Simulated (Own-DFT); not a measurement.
# One host, several defects: 4H SiC

No measurement is shown. These are fixed-geometry runs of a retired plane-wave code named Own-DFT, which no person has reviewed; spin and spin-orbit coupling are neglected.

All runs used: PBE; PseudoDojo norm-conserving scalar-relativistic files; cutoff 42 hartree; 4 x 4 x 3 k mesh centred on Gamma; Fermi-Dirac smearing of 0.1 eV.

Keep in mind (not all hold for every row): some atoms lie very close together; not probed for a lower state with spin; forces on such cells failed a check on a denser k mesh; forces on such cells passed a denser k mesh, each cell not checked; stress not checked against mesh or cutoff.

All runs share one cell, with vectors in Å (9.248, 0.000, 0.000); (-4.624, 8.009, 0.000); (0.000, 0.000, 10.068) and a volume of 745.7 Å³. u is the rms random offset of the atoms per axis. The defect's site can differ from row to row.

```
                                     cell     formula   u (Å)  P (GPa)
                                no defect     C36Si36  0.0273     3.61
                                no defect     C36Si36  0.0548     5.15
                                no defect     C36Si36  0.0560     5.79
                 two Al on a Si site each  Al2C36Si34  0.0297     5.73
                 two Al on a Si site each  Al2C36Si34  0.0302     5.63
                 two Al on a Si site each  Al2C36Si34  0.0470     6.83
                            one C vacancy     C35Si36  0.0297     3.41
                            one C vacancy     C35Si36  0.0320     3.75
                            one C vacancy     C35Si36  0.0524     4.75
one C on a Si site and one Si on a C site     C36Si36  0.0276     7.53
one C on a Si site and one Si on a C site     C36Si36  0.0296     7.87
one C on a Si site and one Si on a C site     C36Si36  0.0548     9.91
                   two N on a C site each   C34N2Si36  0.0285        ?
                   two N on a C site each   C34N2Si36  0.0294     2.76
                   two N on a C site each   C34N2Si36  0.0423     3.17
                   two N on a C site each   C34N2Si36  0.0464     3.87
```

## Analysis

P = P0 + c u² + a shift for each defect gives P0 = 2.91 GPa, c = 846 ± 69 GPa/Å² and a scatter of 0.23 GPa. The shifts, and each times the cell's volume:

- one C on a Si site and one Si on a C site: 4.22 ± 0.19 GPa, 19.6 eV
- two Al on a Si site each: 2.02 ± 0.20 GPa, 9.4 eV (4.7 eV for each of its 2 sites)
- one C vacancy: -0.25 ± 0.19 GPa, -1.2 eV (not resolved)
- two N on a C site each: -1.00 ± 0.19 GPa, -4.7 eV (-2.3 eV for each of its 2 sites)

Against the defect-free cell, a freed cell would be larger where the shift is positive and smaller where it is negative (160.2 GPa Å³ is 1 eV). The atoms around the defects weren't relaxed, which would change these numbers.

## Withheld run

Asked: what pressure belongs in the blank (two N on a C site each, u = 0.0285 Å)?

Estimate: 2.60 ± 0.27 GPa. DFT gave 2.70 GPa.
